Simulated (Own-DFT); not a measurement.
# Computed records: SiC (twinned 3C silicon carbide, atoms displaced), GaP (zincblende, strained, atoms displaced), SiC (4H silicon carbide, atoms displaced)

All values are calculated (Own-DFT development build). A calculation, not a measurement: plane-wave PBE density functional theory by an unreviewed code, no spin, of a simulated periodic cell, stress positive in tension, free energy of the whole cell less one offset for each atom, forces on such cells passed a denser k mesh, this cell's mesh not checked; offsets are fitted by least squares, one for each functional and potential file, so energies compare only between cells with the same atoms and settings and are not formation energies; the far tail of each file's local potential was reset to the Coulomb form; each entry is a single point on an unrelaxed cell, so the pressure reflects the starting lattice, mostly measured values (interpolated for alloys), from which strain is counted, and rises with the displacements; printed positions are rounded, which can move forces by about a meV/angstrom; the program, named Own-DFT, is a retired in-house code; no spin-orbit coupling.

Settings shared by all entries: functional PBE; potential files PseudoDojo norm-conserving, scalar-relativistic, standard set; wave cutoff 42 hartree; occupations Fermi-Dirac; smearing width 0.1 eV.

(1) 
```cif
# cell vector a (Å): 4.3596 -4.3596 0.0000
# cell vector b (Å): 0.0000 4.3596 -4.3596
# cell vector c (Å): 8.7192 8.7192 8.7192
data_SiC
_symmetry_space_group_name_H-M 'P 1'
_symmetry_Int_Tables_number 1
_cell_length_a 6.1654
_cell_length_b 6.1654
_cell_length_c 15.1021
_cell_angle_alpha 90.000
_cell_angle_beta 90.000
_cell_angle_gamma 120.000
_cell_volume 497.15
loop_
_atom_site_label
_atom_site_type_symbol
_atom_site_fract_x
_atom_site_fract_y
_atom_site_fract_z
_atom_site_occupancy
Si1 Si 0.99602 0.99568 0.43541 1
C1 C 0.01330 0.00925 0.06250 1
Si2 Si 0.16227 0.32459 0.10260 1
C2 C 0.16990 0.34118 0.23085 1
Si3 Si 0.34266 0.17674 0.26871 1
C3 C 0.32651 0.16652 0.39670 1
Si4 Si 0.00570 0.50629 0.43920 1
C4 C 0.00453 0.50729 0.06007 1
Si5 Si 0.16518 0.83688 0.10318 1
C5 C 0.16671 0.82262 0.23241 1
Si6 Si 0.32710 0.66191 0.27103 1
C6 C 0.34207 0.66827 0.39650 1
Si7 Si 0.49873 0.99475 0.43777 1
C7 C 0.49360 0.00179 0.06270 1
Si8 Si 0.66967 0.32859 0.10223 1
C8 C 0.67122 0.33626 0.22899 1
Si9 Si 0.83966 0.17415 0.26862 1
C9 C 0.83681 0.17420 0.39376 1
Si10 Si 0.50046 0.50117 0.43733 1
C10 C 0.49769 0.49956 0.06482 1
Si11 Si 0.66901 0.83417 0.10857 1
C11 C 0.67421 0.83331 0.23023 1
Si12 Si 0.82186 0.66763 0.27488 1
C12 C 0.83804 0.66990 0.39566 1
Si13 Si 0.00555 0.00828 0.94197 1
C13 C 0.99735 0.98654 0.56258 1
Si14 Si 0.84002 0.66683 0.60804 1
C14 C 0.83823 0.66388 0.73050 1
Si15 Si 0.66713 0.82787 0.77058 1
C15 C 0.67144 0.83618 0.89465 1
Si16 Si 0.00312 0.49913 0.93545 1
C16 C 0.99101 0.49447 0.56217 1
Si17 Si 0.83794 0.16094 0.60389 1
C17 C 0.83132 0.16953 0.72893 1
Si18 Si 0.66510 0.33277 0.77147 1
C18 C 0.67245 0.33409 0.89390 1
Si19 Si 0.49244 0.99332 0.93603 1
C19 C 0.49281 0.99150 0.56004 1
Si20 Si 0.33844 0.66445 0.60116 1
C20 C 0.33293 0.66687 0.72616 1
Si21 Si 0.16126 0.83385 0.77340 1
C21 C 0.17048 0.83177 0.89468 1
Si22 Si 0.49861 0.49538 0.93824 1
C22 C 0.50076 0.49123 0.56114 1
Si23 Si 0.32742 0.16586 0.60676 1
C23 C 0.33132 0.16751 0.73168 1
Si24 Si 0.17255 0.33318 0.77199 1
C24 C 0.16621 0.32237 0.89764 1
_calc_k_mesh '5 x 5 x 2 centred on Gamma'
_calc_free_energy_of_cell_above_offsets '-7.090'  # eV
_calc_pressure 3.71  # GPa
_calc_stress_xx -3.49  # GPa
_calc_stress_yy -3.32  # GPa
_calc_stress_zz -4.32  # GPa
_calc_stress_yz 0.15  # GPa
_calc_stress_xz -0.53  # GPa
_calc_stress_xy -1.17  # GPa
```

Force:
```csv
element,x (eV/Å),y (eV/Å),z (eV/Å)
Si,0.555,0.776,-0.488
C,-1.298,0.844,1.699
Si,1.605,1.712,-1.522
C,-0.97,-1.62,0.165
Si,-0.422,0.182,1.91
C,0.406,-1.128,-0.481
Si,-0.656,-0.564,0.165
C,-0.201,-0.224,0.937
Si,1.047,-0.086,1.475
C,-1.121,1.162,-1.975
Si,1.391,-0.006,-0.538
C,-0.886,0.281,-0.037
Si,-0.024,0.334,-1.495
C,0.685,-1.232,0.352
Si,0.249,1.165,-0.726
C,-0.307,-0.087,-0.395
Si,0.228,0.534,1.047
C,0.022,0.135,0.715
Si,0.318,-0.637,0.688
C,0.277,-0.579,-0.332
Si,-1.18,-0.706,-0.681
C,-0.737,1.453,-0.468
Si,1.017,-2.54,-0.392
C,-0.368,0.407,0.839
Si,-1.782,-1.699,0.568
C,0.23,0.734,-0.895
Si,-1.524,-0.565,0.201
C,-0.461,0.736,0.019
Si,-0.246,0.469,-0.866
C,0.22,0.372,0.967
Si,0.078,0.136,0.288
C,1.234,-0.645,0.17
Si,-1.015,0.642,-0.057
C,0.488,-0.741,0.615
Si,-0.049,-0.619,-0.028
C,-0.146,0.737,0.788
Si,1.387,-0.453,-0.573
C,1.392,0.722,0.04
Si,-0.538,0.46,0.546
C,0.705,0.514,0.684
Si,0.268,-1.617,-0.582
C,-0.285,1.135,0.46
Si,0.734,-0.016,-0.595
C,0.787,0.941,-0.047
Si,-0.068,-1.497,-0.051
C,-0.113,-0.641,0.019
Si,-1.079,0.846,-0.442
C,0.152,0.472,-1.69
```

(2) 
```cif
# cell vector a (Å): 10.8620 0.0000 0.0000
# cell vector b (Å): 0.0000 10.8620 0.0000
# cell vector c (Å): 0.0000 0.0000 10.9439
data_GaP
_symmetry_space_group_name_H-M 'P 1'
_symmetry_Int_Tables_number 1
_cell_length_a 10.8620
_cell_length_b 10.8620
_cell_length_c 10.9439
_cell_angle_alpha 90.000
_cell_angle_beta 90.000
_cell_angle_gamma 90.000
_cell_volume 1291.19
loop_
_atom_site_label
_atom_site_type_symbol
_atom_site_fract_x
_atom_site_fract_y
_atom_site_fract_z
_atom_site_occupancy
Ga1 Ga 0.99470 0.99020 0.99052 1
Ga2 Ga 0.99525 0.24916 0.25799 1
Ga3 Ga 0.25693 0.99447 0.24961 1
Ga4 Ga 0.23766 0.24969 0.99715 1
P1 P 0.13343 0.12118 0.12926 1
P2 P 0.12578 0.38298 0.36821 1
P3 P 0.37227 0.12887 0.38442 1
P4 P 0.37304 0.37312 0.12801 1
Ga5 Ga 0.98582 0.99834 0.49597 1
Ga6 Ga 0.00185 0.24131 0.74685 1
Ga7 Ga 0.25906 0.98990 0.75099 1
Ga8 Ga 0.24357 0.26060 0.50245 1
P5 P 0.12305 0.14073 0.62960 1
P6 P 0.12620 0.37683 0.87520 1
P7 P 0.36592 0.13429 0.87401 1
P8 P 0.38396 0.38914 0.62149 1
Ga9 Ga 0.01333 0.49660 0.99864 1
Ga10 Ga 0.00498 0.74632 0.24033 1
Ga11 Ga 0.24159 0.48640 0.25402 1
Ga12 Ga 0.25235 0.74440 0.99846 1
P9 P 0.13548 0.63256 0.12966 1
P10 P 0.12980 0.86739 0.37570 1
P11 P 0.36780 0.63245 0.37350 1
P12 P 0.36456 0.86911 0.12171 1
Ga13 Ga 0.99981 0.48498 0.50289 1
Ga14 Ga 0.99381 0.74302 0.75641 1
Ga15 Ga 0.25584 0.50690 0.75689 1
Ga16 Ga 0.25853 0.76506 0.50498 1
P13 P 0.12000 0.62022 0.62861 1
P14 P 0.11590 0.87081 0.87779 1
P15 P 0.35705 0.62586 0.88237 1
P16 P 0.37558 0.87607 0.63202 1
Ga17 Ga 0.50075 0.00203 0.00422 1
Ga18 Ga 0.50139 0.24886 0.24531 1
Ga19 Ga 0.75136 0.00878 0.25879 1
Ga20 Ga 0.74745 0.24981 0.99435 1
P17 P 0.63166 0.14020 0.12155 1
P18 P 0.63509 0.38286 0.37378 1
P19 P 0.86521 0.11026 0.37839 1
P20 P 0.88029 0.35560 0.12302 1
Ga21 Ga 0.51020 0.99725 0.49238 1
Ga22 Ga 0.49321 0.24969 0.74649 1
Ga23 Ga 0.75129 0.00099 0.73420 1
Ga24 Ga 0.76414 0.24478 0.49789 1
P21 P 0.63490 0.12630 0.62742 1
P22 P 0.61439 0.36706 0.88362 1
P23 P 0.88004 0.13932 0.87752 1
P24 P 0.87116 0.38432 0.64172 1
Ga25 Ga 0.49923 0.49442 0.00147 1
Ga26 Ga 0.49597 0.74820 0.25309 1
Ga27 Ga 0.74362 0.49543 0.25580 1
Ga28 Ga 0.75412 0.76409 0.00464 1
P25 P 0.61438 0.63904 0.11917 1
P26 P 0.61897 0.87273 0.37096 1
P27 P 0.88619 0.62068 0.37746 1
P28 P 0.87393 0.86582 0.12075 1
Ga29 Ga 0.51375 0.50448 0.49567 1
Ga30 Ga 0.50976 0.76056 0.75580 1
Ga31 Ga 0.73728 0.48620 0.74531 1
Ga32 Ga 0.74751 0.74855 0.49797 1
P29 P 0.61888 0.62772 0.61179 1
P30 P 0.63496 0.85953 0.87057 1
P31 P 0.87649 0.62952 0.87443 1
P32 P 0.88071 0.87282 0.61600 1
_calc_hardware 'one NVIDIA H100'
_calc_k_mesh '3 x 3 x 3 centred on Gamma'
_calc_free_energy_of_cell_above_offsets '-28.094'  # eV
_calc_pressure 4.71  # GPa
_calc_stress_xx -4.97  # GPa
_calc_stress_yy -4.42  # GPa
_calc_stress_zz -4.73  # GPa
_calc_stress_yz -0.67  # GPa
_calc_stress_xz 1.02  # GPa
_calc_stress_xy 0.11  # GPa
_calc_wall_time 555.7  # s
```

Force:
```csv
element,x (eV/Å),y (eV/Å),z (eV/Å)
Ga,-0.057,1.528,1.258
Ga,0.787,-1.213,-0.3
Ga,-0.456,0.513,0.712
Ga,0.604,0.21,0.768
P,-1.491,-0.275,0.011
P,-1.869,-2.414,2.014
P,0.539,-0.282,-0.704
P,-0.295,-0.191,-0.336
Ga,2.811,-0.139,0.281
Ga,-0.732,2.263,1.203
Ga,-1.746,1.451,0.976
Ga,0.759,0.251,0.071
P,0.958,-2.723,-1.609
P,0.167,-0.42,-1.124
P,0.79,-1.257,0.043
P,-0.615,-0.602,0.151
Ga,-1.139,0.871,0.843
Ga,-0.382,0.054,1.247
Ga,2.204,2.736,-1.689
Ga,-1.53,1.471,0.53
P,-0.446,-1.843,-0.476
P,-0.932,1.352,-0.275
P,0.305,-1.265,0.527
P,1.788,0.652,0.116
Ga,-0.049,1.402,0.484
Ga,0.833,0.599,-1.343
Ga,-1.105,-0.89,-1.357
Ga,-1.036,-1.918,0.102
P,0.729,0.452,-0.42
P,1.46,-0.327,-1.002
P,3.726,-0.294,-0.841
P,1.805,0.23,-0.707
Ga,-0.141,-0.14,-0.481
Ga,-0.35,0.478,1.163
Ga,-1.8,-1.986,-2.666
Ga,0.804,0.551,0.006
P,-0.556,-2.251,0.705
P,-1.407,-2.578,1.081
P,2.044,2.495,0.16
P,-0.625,2.299,-0.102
Ga,-0.977,1.008,1.319
Ga,0.187,-0.053,-0.235
Ga,1.165,-0.787,1.75
Ga,-0.954,1.405,0.972
P,-1.634,0.728,-1.075
P,0.41,0.478,-1.315
P,-0.727,-2.279,-0.453
P,1.506,-2.391,-2.086
Ga,-0.844,1.248,0.45
Ga,-0.722,0.21,-0.653
Ga,1.977,1.854,-2.248
Ga,-0.723,-2.808,-0.874
P,1.208,-1.404,0.2
P,1.13,-0.099,-0.37
P,-0.967,0.174,-0.497
P,0.936,2.455,1.99
Ga,-1.873,-0.227,-1.227
Ga,-1.98,-2.264,-1.087
Ga,-1.135,2.326,1.538
Ga,0.85,-0.003,-0.623
P,0.949,0.635,2.458
P,0.272,3.435,0.601
P,-1.529,-1.719,1.152
P,-0.88,-0.769,1.292
```

(3) 
```cif
# cell vector a (Å): 6.1654 0.0000 0.0000
# cell vector b (Å): -3.0827 5.3394 0.0000
# cell vector c (Å): 0.0000 0.0000 10.0681
data_SiC
_symmetry_space_group_name_H-M 'P 1'
_symmetry_Int_Tables_number 1
_cell_length_a 6.1654
_cell_length_b 6.1654
_cell_length_c 10.0681
_cell_angle_alpha 90.000
_cell_angle_beta 90.000
_cell_angle_gamma 120.000
_cell_volume 331.44
loop_
_atom_site_label
_atom_site_type_symbol
_atom_site_fract_x
_atom_site_fract_y
_atom_site_fract_z
_atom_site_occupancy
Si1 Si 0.02138 0.00721 0.40781 1
Si2 Si 0.16973 0.33067 0.16064 1
C1 C 0.01903 0.01152 0.08444 1
C2 C 0.16240 0.32213 0.35843 1
Si3 Si 0.02239 0.54635 0.41324 1
Si4 Si 0.17077 0.85152 0.16934 1
C3 C 0.98081 0.46625 0.10670 1
C4 C 0.15745 0.80320 0.34220 1
Si5 Si 0.49221 0.98153 0.41835 1
Si6 Si 0.69176 0.32727 0.15774 1
C5 C 0.51653 0.01905 0.07106 1
C6 C 0.71169 0.37057 0.31935 1
Si7 Si 0.51317 0.50951 0.41952 1
Si8 Si 0.65241 0.82024 0.15920 1
C7 C 0.51595 0.50191 0.09032 1
C8 C 0.64282 0.83551 0.34008 1
Si9 Si 0.01460 0.02716 0.91480 1
Si10 Si 0.83105 0.65756 0.66860 1
C9 C 0.00384 0.00727 0.59010 1
C10 C 0.84723 0.69658 0.83684 1
Si11 Si 0.00019 0.51137 0.89720 1
Si12 Si 0.85654 0.17942 0.64427 1
C11 C 0.99568 0.50251 0.59418 1
C12 C 0.80599 0.15303 0.85806 1
Si13 Si 0.51054 0.98835 0.90781 1
Si14 Si 0.32970 0.62702 0.64566 1
C13 C 0.52971 0.00822 0.59455 1
C14 C 0.31555 0.66240 0.82705 1
Si15 Si 0.49494 0.52279 0.88860 1
Si16 Si 0.32320 0.18356 0.65906 1
C15 C 0.53663 0.52292 0.60437 1
C16 C 0.33324 0.14032 0.84048 1
_calc_hardware 'one NVIDIA H100'
_calc_k_mesh '5 x 5 x 3 centred on Gamma'
_calc_free_energy_of_cell_above_offsets '7.923'  # eV
_calc_pressure 13.13  # GPa
_calc_stress_xx -10.87  # GPa
_calc_stress_yy -9.18  # GPa
_calc_stress_zz -19.34  # GPa
_calc_stress_yz 2.04  # GPa
_calc_stress_xz 1.63  # GPa
_calc_stress_xy -3.19  # GPa
_calc_wall_time 119.4  # s
```

Force:
```csv
element,x (eV/Å),y (eV/Å),z (eV/Å)
Si,-2.361,-1.686,-0.176
Si,1.333,0.843,-0.042
C,-0.861,-1.359,5.55
C,1.08,2.93,-1.058
Si,-0.3,-12.9,1.639
Si,1.315,-1.832,-5.141
C,5.499,6.44,-4.367
C,0.162,11.82,-1.098
Si,-0.116,3.158,-1.985
Si,-6.353,-1.666,-4.334
C,-0.665,-2.639,8.618
C,-2.399,-1.058,9.648
Si,0.688,-0.924,-4.104
Si,0.604,1.208,-2.288
C,-1.293,-0.412,-0.621
C,3.296,-0.802,1.264
Si,0.199,-1.156,-3.637
Si,2.93,3.706,-1.848
C,1.368,-1.244,0.169
C,-0.595,-1.075,3.755
Si,-1.23,-1.86,2.681
Si,-2.134,-1.874,2.592
C,0.907,0.973,-0.367
C,6.014,4.468,-4.3
Si,-4.91,-1.56,-4.054
Si,-2.767,5.54,1.4
C,-3.003,-1.216,0.242
C,0.983,-0.015,1.125
Si,2.654,-2.709,3.175
Si,3.763,-2.536,0.278
C,-2.105,-3.811,-2.62
C,-1.703,3.243,-0.096
```

(4) 
```cif
# cell vector a (Å): 10.8620 0.0000 0.0000
# cell vector b (Å): 0.0000 10.8620 0.0000
# cell vector c (Å): 0.0000 0.0000 10.9361
data_GaP
_symmetry_space_group_name_H-M 'P 1'
_symmetry_Int_Tables_number 1
_cell_length_a 10.8620
_cell_length_b 10.8620
_cell_length_c 10.9361
_cell_angle_alpha 90.000
_cell_angle_beta 90.000
_cell_angle_gamma 90.000
_cell_volume 1290.27
loop_
_atom_site_label
_atom_site_type_symbol
_atom_site_fract_x
_atom_site_fract_y
_atom_site_fract_z
_atom_site_occupancy
Ga1 Ga 0.00027 0.00008 0.00477 1
Ga2 Ga 0.00174 0.24623 0.25190 1
Ga3 Ga 0.25095 0.99998 0.25419 1
Ga4 Ga 0.25278 0.25295 0.99532 1
P1 P 0.12718 0.11608 0.11819 1
P2 P 0.12588 0.38010 0.37696 1
P3 P 0.36604 0.12593 0.37736 1
P4 P 0.36235 0.37488 0.12163 1
Ga5 Ga 0.00218 0.00725 0.50820 1
Ga6 Ga 0.00029 0.25876 0.74593 1
Ga7 Ga 0.24887 0.99645 0.75740 1
Ga8 Ga 0.24450 0.24407 0.50238 1
P5 P 0.12619 0.12368 0.62205 1
P6 P 0.12308 0.36980 0.87673 1
P7 P 0.37418 0.13278 0.87411 1
P8 P 0.37551 0.38136 0.61983 1
Ga9 Ga 0.00138 0.50643 0.99511 1
Ga10 Ga 0.00086 0.74304 0.25627 1
Ga11 Ga 0.25232 0.49910 0.25587 1
Ga12 Ga 0.25141 0.74862 0.99903 1
P9 P 0.12287 0.63067 0.12981 1
P10 P 0.12515 0.87993 0.37615 1
P11 P 0.36891 0.62356 0.38379 1
P12 P 0.37069 0.87348 0.12443 1
Ga13 Ga 0.00324 0.50612 0.49744 1
Ga14 Ga 0.00269 0.74695 0.75192 1
Ga15 Ga 0.25897 0.50195 0.74787 1
Ga16 Ga 0.24980 0.74973 0.50004 1
P13 P 0.12801 0.62508 0.61617 1
P14 P 0.12703 0.87796 0.86449 1
P15 P 0.37646 0.62411 0.87994 1
P16 P 0.37767 0.88138 0.63108 1
Ga17 Ga 0.50118 0.00603 0.00304 1
Ga18 Ga 0.50462 0.25266 0.25001 1
Ga19 Ga 0.75194 0.99960 0.25280 1
Ga20 Ga 0.74948 0.25929 0.99774 1
P17 P 0.62675 0.12791 0.11316 1
P18 P 0.62178 0.37774 0.37417 1
P19 P 0.88039 0.13183 0.36774 1
P20 P 0.87347 0.37038 0.13425 1
Ga21 Ga 0.50775 0.00462 0.50811 1
Ga22 Ga 0.50342 0.24999 0.74992 1
Ga23 Ga 0.74055 0.00132 0.74649 1
Ga24 Ga 0.75146 0.25074 0.50772 1
P21 P 0.61600 0.12871 0.62956 1
P22 P 0.62667 0.36943 0.87226 1
P23 P 0.87252 0.12517 0.87594 1
P24 P 0.86939 0.37656 0.62539 1
Ga25 Ga 0.49919 0.49499 0.00871 1
Ga26 Ga 0.50042 0.75319 0.24873 1
Ga27 Ga 0.73835 0.49612 0.24422 1
Ga28 Ga 0.75737 0.75190 0.00491 1
P25 P 0.62819 0.62013 0.11927 1
P26 P 0.63103 0.87188 0.38145 1
P27 P 0.87812 0.61978 0.37422 1
P28 P 0.87011 0.87053 0.12890 1
Ga29 Ga 0.49666 0.49666 0.50058 1
Ga30 Ga 0.50658 0.74769 0.74759 1
Ga31 Ga 0.74601 0.50218 0.75190 1
Ga32 Ga 0.75659 0.75226 0.49776 1
P29 P 0.63335 0.62506 0.62502 1
P30 P 0.61446 0.87566 0.87628 1
P31 P 0.87713 0.61764 0.87649 1
P32 P 0.88179 0.87071 0.62255 1
_calc_hardware 'one NVIDIA H100'
_calc_k_mesh '3 x 3 x 3 centred on Gamma'
_calc_free_energy_of_cell_above_offsets '-32.986'  # eV
_calc_pressure 3.68  # GPa
_calc_stress_xx -3.84  # GPa
_calc_stress_yy -3.85  # GPa
_calc_stress_zz -3.33  # GPa
_calc_stress_yz -0.5  # GPa
_calc_stress_xz -0.3  # GPa
_calc_stress_xy -0.73  # GPa
_calc_wall_time 508.5  # s
```

Force:
```csv
element,x (eV/Å),y (eV/Å),z (eV/Å)
Ga,-0.74,-0.7,-0.968
Ga,1.216,0.668,-0.845
Ga,-0.213,-0.234,-0.546
Ga,-0.888,-0.706,0.214
P,0.508,1.26,0.936
P,-0.223,-1.018,-0.073
P,1.737,-0.011,-0.148
P,1.325,0.078,1.034
Ga,-0.592,-0.676,-1.304
Ga,-0.321,-1.11,0.19
Ga,0.862,1.346,-1.046
Ga,0.368,1.189,-0.296
P,0.07,0.43,1.656
P,0.351,1.207,-0.5
P,0.234,-0.826,-0.101
P,-0.167,-1.618,0.768
Ga,0.419,-1.18,1.417
Ga,-0.162,1.11,-0.012
Ga,-0.434,0.431,-0.493
Ga,-0.579,0.245,-0.15
P,0.614,-0.776,-0.633
P,-0.376,-0.457,0.287
P,1.226,0.349,-1.065
P,0.627,0.574,0.132
Ga,-0.504,-0.874,0.318
Ga,0.012,-0.369,-0.463
Ga,-0.96,0.004,0.388
Ga,0.099,1.282,0.199
P,-0.085,-0.019,1.561
P,-0.928,-0.995,2.05
P,0.521,-0.094,-0.459
P,-0.011,-0.822,-0.524
Ga,-0.996,-0.52,-0.398
Ga,-0.975,-0.582,-0.436
Ga,-0.374,0.405,-0.309
Ga,0.917,-0.734,0.19
P,0.285,0.123,1.717
P,0.249,-0.421,0.65
P,-1.085,-1.11,1.768
P,0.309,0.746,-1.072
Ga,-1.253,-0.673,-1.166
Ga,-1.229,0.84,0.068
Ga,0.865,-0.536,0.561
Ga,-0.388,-0.299,-1.054
P,1.584,0.13,-0.609
P,-0.613,1.216,0.283
P,0.173,0.075,-0.395
P,0.809,0.793,-0.022
Ga,-0.207,-0.198,-0.996
Ga,-0.078,-0.597,0.294
Ga,1.243,0.105,0.669
Ga,-0.939,-0.347,-1.207
P,-0.54,0.989,0.397
P,-0.81,0.761,-0.594
P,-1.202,0.021,-0.294
P,1.235,0.494,0.425
Ga,0.768,0.888,-0.203
Ga,-0.76,-0.099,0.129
Ga,0.301,-0.438,0.114
Ga,0.448,-0.726,0.212
P,-0.752,0.094,-0.606
P,1.318,-0.141,0.264
P,-0.576,1.306,-0.515
P,-0.731,0.748,0.609
```
